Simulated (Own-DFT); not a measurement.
# A change of arrangement and its cost: C16Si16, 32 atoms

The numbers are computed, not measured, by runs of the plane-wave DFT program Own-DFT (in-house, retired, unreviewed) at fixed positions, with no spin and no spin-orbit coupling.

Common settings: PBE; PseudoDojo norm-conserving scalar-relativistic files; cutoff 42 hartree; 5 x 5 x 3 k mesh centred on Gamma; Fermi-Dirac smearing of 0.1 eV.

Limits: forces on such cells passed a denser k mesh, each cell not checked; stress not checked against mesh or cutoff.

All cells hold the same atoms in the same cell, with vectors in Å (6.165, 0.000, 0.000); (-3.083, 5.339, 0.000); (0.000, 0.000, 10.068). u is the rms random offset of the atoms per axis. Free energies are per cell, over the lowest run. The arrangements:

- A: 2H SiC
- B: 4H SiC

| arrangement | u (Å) | E (eV) | P (GPa) |
|---|---|---|---|
| A | 0.0255 | 0.093 | 3.62 |
| A | 0.0272 | 0.222 | 3.77 |
| A | 0.0293 | 0.309 | 3.78 |
| A | 0.0599 | 3.673 | 5.88 |
| A | 0.0620 | 4.016 | 6.85 |
| A | 0.0626 | 3.715 | 6.21 |
| B | 0.0275 | 0.000 | 3.56 |
| B | 0.0280 | 0.071 | 3.61 |
| B | 0.0285 | 0.160 | 3.55 |
| B | 0.0583 | 3.317 | 5.93 |
| B | 0.0583 | 3.458 | 6.32 |
| B | 0.0642 | 3.611 | 6.20 |

Question: which arrangement lies lowest after the energy of the random moves is removed?

## Working it out

Fit E = a + b u², with one b for all and one a for each arrangement, and with residuals divided by u², since the noise grows with the moves. Then b = 1189 eV/Å², the scatter at u = 0.04 Å is 0.10 eV, and against A:

- B: -0.17 ± 0.04 eV (lower)

The cells share one lattice and weren't relaxed, which can shift such small differences either way.
